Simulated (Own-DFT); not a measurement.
Simulation results for AlN (wurtzite, atoms displaced)

Computed with Own-DFT development build. A calculation, not a measurement: plane-wave PBE density functional theory by an unreviewed code, no spin, of a simulated periodic cell, stress positive in tension, free energy of the whole cell less one offset for each atom, forces on such cells passed a denser k mesh, this cell's mesh not checked; offsets are fitted by least squares, one for each functional and potential file, so energies compare only between cells with the same atoms and settings and are not formation energies; the far tail of each file's local potential was reset to the Coulomb form; each entry is a single point on an unrelaxed cell, so the pressure reflects the starting lattice, mostly measured values (interpolated for alloys), from which strain is counted, and rises with the displacements; printed positions are rounded, which can move forces by about a meV/angstrom; the program, named Own-DFT, is a retired in-house code; no spin-orbit coupling.

Common to all runs: functional PBE; potential files PseudoDojo norm-conserving, scalar-relativistic, standard set; wave cutoff 42 hartree; occupations Fermi-Dirac; smearing width 0.1 eV; hardware one NVIDIA H100; k mesh 2 x 2 x 2 centred on Gamma.

(1) 
```cif
# cell vector a (Å): 12.4480 0.0000 0.0000
# cell vector b (Å): -6.2240 10.7803 0.0000
# cell vector c (Å): 0.0000 0.0000 9.9640
data_AlN
_symmetry_space_group_name_H-M 'P 1'
_symmetry_Int_Tables_number 1
_cell_length_a 12.4480
_cell_length_b 12.4480
_cell_length_c 9.9640
_cell_angle_alpha 90.000
_cell_angle_beta 90.000
_cell_angle_gamma 120.000
_cell_volume 1337.10
loop_
_atom_site_label
_atom_site_type_symbol
_atom_site_fract_x
_atom_site_fract_y
_atom_site_fract_z
_atom_site_occupancy
Al1 Al 0.08714 0.17085 0.01483 1
Al2 Al 0.17205 0.07671 0.24767 1
N1 N 0.07332 0.15475 0.19703 1
N2 N 0.17343 0.08186 0.44018 1
Al3 Al 0.08086 0.16436 0.48776 1
Al4 Al 0.16838 0.08143 0.74238 1
N3 N 0.08391 0.16066 0.68672 1
N4 N 0.17210 0.09516 0.94031 1
Al5 Al 0.08043 0.42290 0.00202 1
Al6 Al 0.15683 0.32746 0.23422 1
N5 N 0.10313 0.41988 0.18712 1
N6 N 0.16995 0.33115 0.43961 1
Al7 Al 0.06122 0.41401 0.51334 1
Al8 Al 0.15848 0.32830 0.73714 1
N7 N 0.09632 0.43736 0.67729 1
N8 N 0.15645 0.31187 0.95216 1
Al9 Al 0.08282 0.65893 0.01259 1
Al10 Al 0.16991 0.58530 0.26061 1
N9 N 0.06943 0.66854 0.18112 1
N10 N 0.16547 0.58570 0.44654 1
Al11 Al 0.08131 0.65788 0.50552 1
Al12 Al 0.17084 0.56963 0.74110 1
N11 N 0.08761 0.67144 0.68190 1
N12 N 0.17170 0.57719 0.91507 1
Al13 Al 0.07752 0.89745 0.99980 1
Al14 Al 0.16449 0.83340 0.26187 1
N13 N 0.08417 0.92447 0.18891 1
N14 N 0.16562 0.82892 0.43522 1
Al15 Al 0.08309 0.93237 0.50415 1
Al16 Al 0.17713 0.83881 0.73424 1
N15 N 0.08343 0.91220 0.67969 1
N16 N 0.17959 0.83229 0.93713 1
Al17 Al 0.32851 0.16449 0.99211 1
Al18 Al 0.43155 0.09532 0.26309 1
N17 N 0.34591 0.17304 0.21219 1
N18 N 0.42587 0.10498 0.42646 1
Al19 Al 0.33644 0.17408 0.48023 1
Al20 Al 0.40197 0.07296 0.74412 1
N19 N 0.30914 0.15526 0.68586 1
N20 N 0.42750 0.08234 0.95135 1
Al21 Al 0.34739 0.42290 0.02206 1
Al22 Al 0.42172 0.34590 0.26082 1
N21 N 0.33606 0.41089 0.17816 1
N22 N 0.43501 0.34628 0.43610 1
Al23 Al 0.34284 0.42126 0.48130 1
Al24 Al 0.42796 0.32799 0.75632 1
N23 N 0.33591 0.40382 0.67433 1
N24 N 0.42416 0.33921 0.94554 1
Al25 Al 0.34520 0.65960 0.99757 1
Al26 Al 0.40341 0.56430 0.25844 1
N25 N 0.32183 0.65148 0.18988 1
N26 N 0.40924 0.57826 0.44196 1
Al27 Al 0.34407 0.66186 0.50334 1
Al28 Al 0.40678 0.57588 0.74677 1
N27 N 0.34051 0.67696 0.68841 1
N28 N 0.40892 0.58343 0.94475 1
Al29 Al 0.32930 0.91611 0.99884 1
Al30 Al 0.42273 0.84414 0.26211 1
N29 N 0.32948 0.91324 0.18907 1
N30 N 0.40814 0.83216 0.44770 1
Al31 Al 0.32623 0.90847 0.48374 1
Al32 Al 0.42629 0.83071 0.73736 1
N31 N 0.33577 0.91066 0.68783 1
N32 N 0.43012 0.83899 0.93795 1
Al33 Al 0.58287 0.15847 0.98638 1
Al34 Al 0.67186 0.07779 0.27828 1
N33 N 0.59049 0.17289 0.18672 1
N34 N 0.66807 0.08505 0.44749 1
Al35 Al 0.58474 0.17441 0.48893 1
Al36 Al 0.66849 0.07359 0.74741 1
N35 N 0.57741 0.17713 0.70454 1
N36 N 0.67377 0.09731 0.94154 1
Al37 Al 0.58410 0.41910 0.97484 1
Al38 Al 0.65954 0.31966 0.25832 1
N37 N 0.57527 0.41852 0.19108 1
N38 N 0.67454 0.34096 0.43679 1
Al39 Al 0.57387 0.42575 0.50163 1
Al40 Al 0.66313 0.34068 0.73408 1
N39 N 0.58523 0.41129 0.70037 1
N40 N 0.66001 0.33823 0.95003 1
Al41 Al 0.58926 0.66365 0.98766 1
Al42 Al 0.67086 0.58465 0.24024 1
N41 N 0.59167 0.67369 0.19113 1
N42 N 0.65369 0.58471 0.43163 1
Al43 Al 0.55888 0.65086 0.50328 1
Al44 Al 0.68949 0.59669 0.73646 1
N43 N 0.60182 0.68393 0.71842 1
N44 N 0.67102 0.59589 0.92730 1
Al45 Al 0.58378 0.91182 0.00490 1
Al46 Al 0.67329 0.83886 0.25043 1
N45 N 0.58062 0.90664 0.20929 1
N46 N 0.65529 0.83133 0.45785 1
Al47 Al 0.58298 0.90610 0.49262 1
Al48 Al 0.66802 0.84234 0.74761 1
N47 N 0.58229 0.91621 0.69553 1
N48 N 0.66563 0.82188 0.93636 1
Al49 Al 0.82914 0.17115 0.98751 1
Al50 Al 0.92831 0.08750 0.25820 1
N49 N 0.83391 0.17344 0.17443 1
N50 N 0.92183 0.09593 0.43501 1
Al51 Al 0.83010 0.15663 0.51398 1
Al52 Al 0.92749 0.10076 0.74463 1
N51 N 0.83141 0.17215 0.69685 1
N52 N 0.92809 0.08038 0.92537 1
Al53 Al 0.84926 0.42383 0.00154 1
Al54 Al 0.92466 0.32045 0.23753 1
N53 N 0.83627 0.42764 0.18368 1
N54 N 0.91525 0.33186 0.44664 1
Al55 Al 0.84354 0.42058 0.50759 1
Al56 Al 0.91550 0.33490 0.75211 1
N55 N 0.84745 0.42325 0.69951 1
N56 N 0.91311 0.32650 0.95031 1
Al57 Al 0.81198 0.65741 0.01155 1
Al58 Al 0.91021 0.58067 0.24630 1
N57 N 0.81573 0.64757 0.19996 1
N58 N 0.91592 0.58703 0.44830 1
Al59 Al 0.82995 0.67044 0.51190 1
Al60 Al 0.91090 0.56748 0.74847 1
N59 N 0.82883 0.67971 0.68876 1
N60 N 0.93133 0.58684 0.94317 1
Al61 Al 0.82548 0.91299 0.00218 1
Al62 Al 0.91190 0.82975 0.23701 1
N61 N 0.83059 0.91747 0.17645 1
N62 N 0.90507 0.81789 0.44614 1
Al63 Al 0.84198 0.93009 0.48692 1
Al64 Al 0.91603 0.83371 0.75717 1
N63 N 0.84349 0.92255 0.69816 1
N64 N 0.90183 0.80015 0.95179 1
_calc_free_energy_of_cell_above_offsets '-20.527'  # eV
_calc_pressure 12.85  # GPa
_calc_stress_xx -13.68  # GPa
_calc_stress_yy -13.61  # GPa
_calc_stress_zz -11.25  # GPa
_calc_stress_yz -1.55  # GPa
_calc_stress_xz 0.77  # GPa
_calc_stress_xy -1.78  # GPa
_calc_wall_time 395.9  # s
```

Force:
```tsv
element	x (eV/Å)	y (eV/Å)	z (eV/Å)
Al	-0.409	-5.649	-1.464
Al	0.234	2.641	0.284
N	3.789	2.287	-0.195
N	-2.272	1.305	-1.418
Al	2.642	1.879	1.691
Al	-5.138	-2.801	3.407
N	-1.055	1.555	-2.168
N	-0.423	-3.167	-0.353
Al	2.733	-1.039	-1.23
Al	4.664	-1.822	2.731
N	-5.812	1.9	-0.445
N	-0.756	0.457	-1.217
Al	4.781	1.663	-4.953
Al	2.593	0.203	1.282
N	-0.385	-10.78	1.457
N	-0.494	7.858	-2.687
Al	1.912	1.764	-5.131
Al	-1.511	-0.438	-0.646
N	2.174	0.482	4.609
N	1.667	-1.378	-0.507
Al	-1.562	2.246	-1.124
Al	-1.515	10.72	1.813
N	-0.058	-1.495	2.236
N	-0.359	0.243	4.995
Al	0.1	1.256	-0.523
Al	-0.149	-0.186	-3.759
N	0.044	-3.355	-0.248
N	-1.362	0.408	2.472
Al	0.767	-4.644	-1.383
Al	-1.467	-2.518	1.716
N	-0.549	0.568	2.989
N	-3.351	-1.295	-0.908
Al	2.849	1.108	2.039
Al	-0.313	-1.499	-7.594
N	-2.515	-0.101	-1.827
N	1.049	-2.692	6.469
Al	-0.213	0.513	1.872
Al	1.219	1.501	0.848
N	8.093	4.146	-2.237
N	-4.889	-1.284	-2.334
Al	-0.997	-0.604	-11.15
Al	1.885	-2.227	-3.532
N	-1.886	-0.694	10.55
N	-5.319	-3.318	0.398
Al	-1.919	-4.048	3.27
Al	-3.829	-0.97	-0.37
N	-0.783	1.859	1.31
N	-2.082	-1.636	-1.432
Al	-7.385	4.548	2.102
Al	0.39	3.607	-3.007
N	1.797	1.914	0.426
N	0.072	-0.27	-1.735
Al	-5.507	1.658	0.153
Al	2.208	0.168	1.259
N	1.086	-4.005	-0.983
N	7.109	-4.263	-2.746
Al	3.362	0.597	0.82
Al	-1.622	-2.554	-1.983
N	0.561	0.735	1.751
N	3.542	-0.886	-0.631
Al	-1.092	2.293	2.397
Al	-3.02	1.545	3.218
N	0.816	1.349	-1.742
N	-1.61	-1.537	-0.051
Al	-0.838	4.62	2.338
Al	-0.647	1.29	-7.267
N	1.118	-3.615	0.78
N	0.232	-0.82	3.591
Al	0.242	0.417	2.747
Al	-3.022	2.507	1.563
N	1.27	-2.659	-2.515
N	1.543	-4.552	-2.066
Al	0.12	2.049	3.657
Al	-0.116	4.974	-2.857
N	1.849	0.351	-0.81
N	-0.234	0.116	2.79
Al	6.325	1.91	1.286
Al	5.599	-2.738	3.885
N	-3.633	4.956	-3.267
N	4.412	-1.193	-2.439
Al	-3.369	0.181	1.632
Al	-6.262	-3.633	2.647
N	-1.203	-1.114	-0.549
N	0.815	0.369	2.463
Al	5.277	3.837	1.565
Al	-8.089	-4.255	3.8
N	-2.465	-4.964	-3.864
N	1.022	-4.188	-0.604
Al	0.801	0.884	0.192
Al	0.029	-2.614	0.783
N	-0.08	2.756	-1.276
N	6.036	-2.238	-2.93
Al	-5.779	3.686	2.537
Al	2.537	0.713	0.689
N	1.47	1.057	-2.549
N	-1.354	3.582	0.842
Al	3.121	-2.774	1.577
Al	-4.523	-1.946	-3.194
N	0.958	-3.997	2.354
N	-0.771	-1.904	1.131
Al	-1.223	2.544	-1.352
Al	0.665	-3.478	1.317
N	1.135	-0.198	-0.607
N	-2.144	-0.096	2.763
Al	-3.76	-0.613	0.097
Al	-2.046	4.504	1.602
N	1.48	-3.42	1.406
N	-1.173	-2.629	-1.404
Al	-2.272	0.243	-1.735
Al	1.216	0.309	1.588
N	-2.249	-5.186	-2.858
N	1.089	3.321	-2.639
Al	3.624	-3.33	0.963
Al	0.428	0.155	1.901
N	4.818	5.348	-2.429
N	-0.083	-0.724	-0.427
Al	0.083	-2.642	-2.365
Al	1.006	8.735	2.556
N	7.286	0.831	-1.037
N	-2.699	-1.3	-1.554
Al	1.434	0.729	-3.86
Al	0.395	-0.778	1.231
N	0.771	0.925	4.561
N	-0.173	6.042	-2.958
Al	-0.153	-3.836	2.931
Al	0.709	0.787	0.355
N	-1.834	1.414	-1.904
N	0.757	7.461	-1.651
```

(2) 
```cif
# cell vector a (Å): 12.4480 0.0000 0.0000
# cell vector b (Å): -6.2240 10.7803 0.0000
# cell vector c (Å): 0.0000 0.0000 9.9640
data_AlN
_symmetry_space_group_name_H-M 'P 1'
_symmetry_Int_Tables_number 1
_cell_length_a 12.4480
_cell_length_b 12.4480
_cell_length_c 9.9640
_cell_angle_alpha 90.000
_cell_angle_beta 90.000
_cell_angle_gamma 120.000
_cell_volume 1337.10
loop_
_atom_site_label
_atom_site_type_symbol
_atom_site_fract_x
_atom_site_fract_y
_atom_site_fract_z
_atom_site_occupancy
Al1 Al 0.07592 0.16816 0.01838 1
Al2 Al 0.17748 0.09952 0.23709 1
N1 N 0.06980 0.15652 0.20194 1
N2 N 0.16979 0.08459 0.44676 1
Al3 Al 0.08936 0.17230 0.48846 1
Al4 Al 0.16403 0.07751 0.75130 1
N3 N 0.07376 0.15829 0.68511 1
N4 N 0.17139 0.07319 0.93953 1
Al5 Al 0.06564 0.40452 0.00149 1
Al6 Al 0.15899 0.33056 0.24771 1
N5 N 0.08328 0.41179 0.17345 1
N6 N 0.17033 0.33827 0.42957 1
Al7 Al 0.08087 0.41756 0.50051 1
Al8 Al 0.15909 0.32562 0.74477 1
N7 N 0.08708 0.41815 0.68628 1
N8 N 0.16723 0.32097 0.95126 1
Al9 Al 0.07934 0.65367 0.00707 1
Al10 Al 0.16749 0.58583 0.25255 1
N9 N 0.08663 0.64566 0.19589 1
N10 N 0.16545 0.58282 0.44209 1
Al11 Al 0.07312 0.65928 0.50622 1
Al12 Al 0.18695 0.58744 0.75497 1
N11 N 0.09246 0.67703 0.69797 1
N12 N 0.16270 0.59530 0.93049 1
Al13 Al 0.08459 0.92651 0.99512 1
Al14 Al 0.15799 0.83090 0.25044 1
N13 N 0.08187 0.91627 0.19992 1
N14 N 0.17707 0.83524 0.44349 1
Al15 Al 0.08884 0.90842 0.50185 1
Al16 Al 0.16293 0.82383 0.74899 1
N15 N 0.08147 0.91006 0.69261 1
N16 N 0.16147 0.81577 0.94386 1
Al17 Al 0.34541 0.17762 0.99748 1
Al18 Al 0.42251 0.07900 0.24777 1
N17 N 0.32592 0.15641 0.18053 1
N18 N 0.41148 0.09896 0.45962 1
Al19 Al 0.33946 0.18053 0.48859 1
Al20 Al 0.43095 0.08731 0.77004 1
N19 N 0.33618 0.17494 0.69478 1
N20 N 0.41355 0.07479 0.94531 1
Al21 Al 0.32837 0.40423 0.99063 1
Al22 Al 0.40202 0.31190 0.24907 1
N21 N 0.32486 0.41920 0.17989 1
N22 N 0.42703 0.32497 0.44194 1
Al23 Al 0.33973 0.43857 0.49656 1
Al24 Al 0.41619 0.34652 0.74108 1
N23 N 0.33964 0.40689 0.68686 1
N24 N 0.41656 0.33226 0.93784 1
Al25 Al 0.32862 0.65582 0.00566 1
Al26 Al 0.42304 0.57930 0.23706 1
N25 N 0.32601 0.66352 0.20018 1
N26 N 0.41982 0.58360 0.42746 1
Al27 Al 0.35686 0.67754 0.50575 1
Al28 Al 0.42199 0.58580 0.74457 1
N27 N 0.33788 0.67230 0.67269 1
N28 N 0.42267 0.58727 0.92967 1
Al29 Al 0.33630 0.91128 0.00174 1
Al30 Al 0.42320 0.84816 0.23108 1
N29 N 0.32595 0.90482 0.21086 1
N30 N 0.40020 0.83156 0.45257 1
Al31 Al 0.32842 0.91723 0.49254 1
Al32 Al 0.40812 0.84050 0.74977 1
N31 N 0.32304 0.92365 0.69637 1
N32 N 0.40922 0.81770 0.92432 1
Al33 Al 0.59102 0.16717 0.98719 1
Al34 Al 0.66268 0.08143 0.25779 1
N33 N 0.58375 0.16710 0.18617 1
N34 N 0.67367 0.09534 0.43462 1
Al35 Al 0.58126 0.16261 0.47284 1
Al36 Al 0.67355 0.09395 0.77169 1
N35 N 0.60229 0.18690 0.69906 1
N36 N 0.68109 0.09322 0.94563 1
Al37 Al 0.58702 0.42825 0.00851 1
Al38 Al 0.66757 0.33923 0.26532 1
N37 N 0.57720 0.40369 0.18979 1
N38 N 0.64970 0.32491 0.43596 1
Al39 Al 0.58529 0.40949 0.49115 1
Al40 Al 0.67014 0.32718 0.74158 1
N39 N 0.56958 0.41378 0.69211 1
N40 N 0.65401 0.31847 0.93638 1
Al41 Al 0.57817 0.66525 0.98915 1
Al42 Al 0.66581 0.58599 0.25284 1
N41 N 0.58402 0.66381 0.18287 1
N42 N 0.66658 0.59894 0.44669 1
Al43 Al 0.58648 0.67679 0.50071 1
Al44 Al 0.68367 0.59352 0.75937 1
N43 N 0.57233 0.65612 0.69530 1
N44 N 0.68309 0.58399 0.95330 1
Al45 Al 0.60482 0.91894 0.00318 1
Al46 Al 0.66079 0.82755 0.25370 1
N45 N 0.58192 0.92235 0.18512 1
N46 N 0.66900 0.83661 0.44687 1
Al47 Al 0.60426 0.93615 0.48905 1
Al48 Al 0.66137 0.83813 0.75557 1
N47 N 0.57183 0.91484 0.68886 1
N48 N 0.66334 0.82794 0.94976 1
Al49 Al 0.84351 0.16947 0.01121 1
Al50 Al 0.92436 0.09071 0.25464 1
N49 N 0.83880 0.16500 0.19455 1
N50 N 0.92650 0.09016 0.44685 1
Al51 Al 0.83670 0.17012 0.49946 1
Al52 Al 0.93129 0.09357 0.73819 1
N51 N 0.82120 0.15053 0.69794 1
N52 N 0.93058 0.10456 0.93196 1
Al53 Al 0.82882 0.42913 0.00080 1
Al54 Al 0.91136 0.33115 0.23770 1
N53 N 0.84294 0.41930 0.19693 1
N54 N 0.90524 0.32729 0.45030 1
Al55 Al 0.83998 0.41308 0.49225 1
Al56 Al 0.91590 0.33344 0.74969 1
N55 N 0.85012 0.41682 0.69901 1
N56 N 0.90846 0.32189 0.92637 1
Al57 Al 0.83675 0.66780 0.99054 1
Al58 Al 0.90962 0.57422 0.23971 1
N57 N 0.82002 0.67734 0.18885 1
N58 N 0.92524 0.58836 0.42099 1
Al59 Al 0.83825 0.66422 0.49465 1
Al60 Al 0.92879 0.59930 0.74095 1
N59 N 0.83709 0.66394 0.69496 1
N60 N 0.91702 0.58005 0.95506 1
Al61 Al 0.82203 0.90030 0.00200 1
Al62 Al 0.91426 0.83686 0.24911 1
N61 N 0.82968 0.89472 0.19309 1
N62 N 0.92075 0.84397 0.45351 1
Al63 Al 0.82149 0.90484 0.51175 1
Al64 Al 0.91377 0.83136 0.72705 1
N63 N 0.84492 0.92372 0.68036 1
N64 N 0.93417 0.84495 0.94695 1
_calc_free_energy_of_cell_above_offsets '-25.410'  # eV
_calc_pressure 11.58  # GPa
_calc_stress_xx -15.2  # GPa
_calc_stress_yy -11.5  # GPa
_calc_stress_zz -8.04  # GPa
_calc_stress_yz 1.07  # GPa
_calc_stress_xz 0.11  # GPa
_calc_stress_xy 0.47  # GPa
_calc_wall_time 413.7  # s
```

Force:
```tsv
element	x (eV/Å)	y (eV/Å)	z (eV/Å)
Al	2.121	-1.562	-2.371
Al	-2.133	-5.095	3.178
N	4.193	3.298	-1.847
N	0.113	0.463	-1.856
Al	1.177	-0.747	1.582
Al	1.26	1.059	-0.909
N	5.461	3.736	-1.826
N	-0.759	4.986	0.291
Al	1.778	1.33	-3.58
Al	0.698	1.103	-0.972
N	-1.462	-0.036	3.827
N	-0.168	0.417	1.599
Al	0.529	0.553	-0.759
Al	1.476	-0.266	0.789
N	0.223	-0.277	1.162
N	-2.158	1.755	-2.359
Al	-1.135	2.729	0.904
Al	3.947	-3.211	2.811
N	-7.381	4.12	-2.352
N	0.072	-0.545	0.509
Al	3.804	1.873	-0.713
Al	-2.582	-0.578	-1.993
N	0.041	-5.403	-2.841
N	4.33	-3.904	0.888
Al	4.019	-3.236	2.6
Al	1.062	-1.371	0.425
N	-0.424	0.965	-1.143
N	-4.127	-2.924	-1.26
Al	-1.045	2.508	-0.055
Al	-0.491	5.176	2.803
N	-0.023	-0.046	-0.426
N	-0.503	2.332	0.817
Al	-0.649	-3.117	-1.665
Al	-2.339	0.052	0.55
N	2.931	1.202	0.118
N	5.6	-4.352	-3.76
Al	-3.708	-4.254	5.423
Al	-2.804	0.691	-4.9
N	0.173	-0.787	0.315
N	1.355	0.988	2.308
Al	0.065	1.981	0.819
Al	0.622	3.68	0.39
N	1.731	-2.006	0.851
N	-3.047	5.859	-3.606
Al	0.822	-5.291	0.895
Al	6.184	-6.748	3.504
N	-9.788	5.56	-2.914
N	0.921	2.264	0.165
Al	-0.931	0.884	-0.416
Al	-2.469	0.254	0.694
N	3.108	1.401	-2.138
N	0.985	3.301	0.256
Al	-2.985	-0.747	-4.779
Al	-3.26	-1.899	0.577
N	1.002	-0.972	5.348
N	-1.541	-2.049	1.015
Al	-1.635	-1.677	-0.63
Al	0.794	-5.126	3.403
N	-1.881	3.315	-2.974
N	4.931	1.757	-2.724
Al	0.839	2.994	2.94
Al	0.421	-0.367	-2.558
N	2.358	0.351	-0.544
N	1.006	1.513	4.32
Al	-1.313	-1.815	2.739
Al	0.844	1.521	-3.526
N	0.896	0.143	1.209
N	0.961	-1.004	0.384
Al	-2.295	0.207	3.935
Al	-0.87	-1.458	-4.105
N	-0.056	-10.44	-2.712
N	0.127	-2.582	2.545
Al	0.253	-3.833	-1.614
Al	0.612	-1.139	-5.01
N	-0.709	1.939	1.268
N	4.966	1.001	1.667
Al	-3.307	3.377	3.459
Al	-1.615	9.016	2.958
N	5.47	2.876	-1.225
N	0.449	5.431	0.2
Al	1.888	-1.166	1.625
Al	-0.533	-0.96	0.274
N	-0.872	0.569	-0.131
N	2.693	-2.329	-1.102
Al	-0.615	-2.098	1.165
Al	-3.176	-3.675	-0.96
N	4.419	4.022	-0.807
N	-4.415	0.307	-2.852
Al	-5.128	1.925	-0.806
Al	1.136	0.221	-0.749
N	2.432	-0.306	1.011
N	-1.541	0.24	-1.819
Al	-3.429	-2.601	3.155
Al	0.041	-0.101	-1.444
N	1.928	1.61	0.211
N	1.776	-0.356	-2.525
Al	-0.733	-0.159	-2.078
Al	-3.39	-4.236	2.469
N	-1.596	-0.314	0.441
N	-2.656	-1.362	-1.092
Al	0.931	-1.559	1.878
Al	-5.482	-3.171	2.702
N	1.894	2.542	-2.386
N	-0.64	-3.386	0.842
Al	0.353	-5.706	-0.393
Al	2.766	-0.188	1.908
N	-3.532	-2.128	-1.502
N	3.547	0.223	-2.883
Al	-3.421	2.168	2.049
Al	3.186	-2.381	-0.62
N	-5.139	3.341	-2.934
N	-0.594	1.914	3.69
Al	2.655	3.491	2.8
Al	0.479	4.285	-0.385
N	3.916	-2.267	-0.314
N	-2.24	-1.621	2.851
Al	-1.371	1.192	-0.575
Al	2.081	-3.377	2.534
N	-0.562	0.787	-1.711
N	-0.76	2.537	-2.207
Al	3.495	2.322	0.465
Al	4.787	-1.439	2.657
N	-6.767	4.845	-1.598
N	0.72	-2.577	-1.014
Al	2.555	2.994	-3.395
Al	1.72	1.604	2.15
N	-2.681	-1.094	4.564
N	-5.263	-3.678	-2.532
```
